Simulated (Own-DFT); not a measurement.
# Reading a pressure off an energy slope: monoclinic HfO2, 94 atoms (Hf32O62), with two O vacancies

Calculated, not measured. Each geometry was run twice at fixed positions with Own-DFT, a retired in-house plane-wave program that no person has reviewed: with PBE, and with HSE06 (exact exchange share 0.25 at short range, screening 0.11 per bohr, Gygi-Baldereschi treatment of its divergence). Both used PseudoDojo norm-conserving files made for PBE, a cutoff of 48 hartree, the Gamma point alone, fixed occupations, a neutral cell and no spin. The unstrained cell is 10.1 Å across at its thinnest, so Gamma alone is coarse and defects feel their images. The hafnium file keeps the 4f electrons in the core, and its forces lie about 75 meV/Å off all-electron values. The oxygen file's force components were 24 meV/Å off all-electron values in a glass.

Unstrained cell vectors in Å: (10.234, 0.000, 0.000); (0.000, 10.350, 0.000); (-1.695, 0.000, 10.445), volume V0 = 1106.4 Å³, from measured lattice constants. Each geometry has its own random strain of a few per cent, its own defect sites and random moves of rms u per axis. HSE06 gave the energy alone. D is its energy less that of PBE, over the lowest D shown. The PBE stress wasn't checked against mesh or cutoff.

| run | V - V0 (Å³) | u (Å) | P with PBE (GPa) | D (eV) |
|---|---|---|---|---|
| 1 | -5.7 | 0.0289 | 6.21 | 0.686 |
| 2 | -25.6 | 0.0305 | 10.36 | 0.199 |
| 3 | -14.1 | 0.0510 | 9.07 | 0.708 |
| 4 | -40.4 | 0.0487 | 15.62 | 0.100 |
| 5 | -34.2 | 0.0296 | 13.24 | 0.000 |
| 6 | -7.7 | 0.0509 | 6.59 | 0.768 |
| 7 | -39.6 | 0.0531 | 15.52 | 0.089 |
| 8 | -16.9 | 0.0330 | 8.48 | 0.463 |
| 9 | -5.8 | 0.0527 | 6.59 | 0.795 |
| 10 | -18.8 | 0.0305 | 7.82 | 0.334 |
| 11 | -27.1 | 0.0490 | 10.73 | ? |

## Worked fit

D = 0.68 + 0.0218 (V - V0) + 105 u² eV, with an error of 0.0012 on the volume slope, 17 on the last term and a scatter of 0.05 eV. Pressure is -dE/dV, and 1 eV/Å³ is 160.2 GPa, so HSE06 changes the pressure by -3.5 ± 0.2 GPa. With the ions held to the strained lattice, the PBE pressure falls by 290 ± 16 GPa per unit of volume strain; the shape of the strain isn't fitted, so the true error is larger, and a relaxed crystal would be softer. On that slope HSE06's volume at a given pressure is about 1.2 % smaller, or 0.4 % in lengths. At u = 0 and V0 the PBE pressure is 3.3 GPa, which puts the zero-pressure volume, against the measured cell and with the defects in, at +1.2 % for PBE and -0.1 % for HSE06, each good to a few tenths of a per cent.

## Test on the hidden row

Q: what D should run 11 give?

Estimate: 0.34 eV, with rows scattering by 0.05. The calculation gave 0.448 eV.
